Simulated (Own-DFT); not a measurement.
# One host, several defects: D0_22 TiAl3

The numbers are computed, not measured, by runs of the plane-wave DFT program Own-DFT (in-house, retired, unreviewed) at fixed positions, with no spin and no spin-orbit coupling.

Settings: PBE; PseudoDojo norm-conserving scalar-relativistic files; cutoff 42 hartree; 4 x 4 x 4 k mesh centred on Gamma; cold (Marzari-Vanderbilt) smearing of 0.2 eV.

Caveats: forces on such cells failed a check on a denser k mesh; stress not checked against mesh or cutoff.

All runs share one cell, with vectors in Å (-2.365, -6.981, 4.326); (-7.667, 3.491, 1.442); (-2.950, -3.488, -7.241) and a volume of 625.4 Å³. Atoms were moved at random from their sites; u is the rms move along one axis. The defect's site can differ from row to row.

| cell | formula | u (Å) | P (GPa) |
|---|---|---|---|
| no defect | Al30Ti10 | 0.0204 | 1.97 |
| no defect | Al30Ti10 | 0.0213 | 2.01 |
| no defect | Al30Ti10 | 0.0497 | 2.69 |
| two Al vacancies | Al28Ti10 | 0.0320 | 1.34 |
| two Al vacancies | Al28Ti10 | 0.0465 | 1.50 |
| two Al vacancies | Al28Ti10 | 0.0485 | 1.43 |
| two Al on a Ti site each | Al32Ti8 | 0.0293 | 2.90 |
| two Al on a Ti site each | Al32Ti8 | 0.0446 | 3.17 |
| two Al on a Ti site each | Al32Ti8 | 0.0532 | 3.49 |
| two Ti on an Al site each | Al28Ti12 | 0.0298 | ? |
| two Ti on an Al site each | Al28Ti12 | 0.0321 | 3.35 |
| two Ti on an Al site each | Al28Ti12 | 0.0510 | 3.93 |
| two Ti on an Al site each | Al28Ti12 | 0.0519 | 3.68 |

## Fit

P = P0 + c u² + a shift for each defect gives P0 = 1.91 GPa, c = 280 ± 42 GPa/Å² and a scatter of 0.11 GPa. The shifts, and each times the cell's volume:

- two Ti on an Al site each: 1.15 ± 0.10 GPa, 4.5 eV (2.2 eV for each of its 2 sites)
- two Al on a Ti site each: 0.74 ± 0.10 GPa, 2.9 eV (1.5 eV for each of its 2 sites)
- two Al vacancies: -1.01 ± 0.10 GPa, -3.9 eV (-2.0 eV for each of its 2 sites)

Against the defect-free cell, a freed cell would be larger where the shift is positive and smaller where it is negative (160.2 GPa Å³ is 1 eV). The atoms around the defects weren't relaxed, which would change these numbers.

## Withheld run

The question: what pressure belongs in the blank (two Ti on an Al site each, u = 0.0298 Å)?

The fitted form gives 3.31 ± 0.14 GPa. Computed: 3.33 GPa.
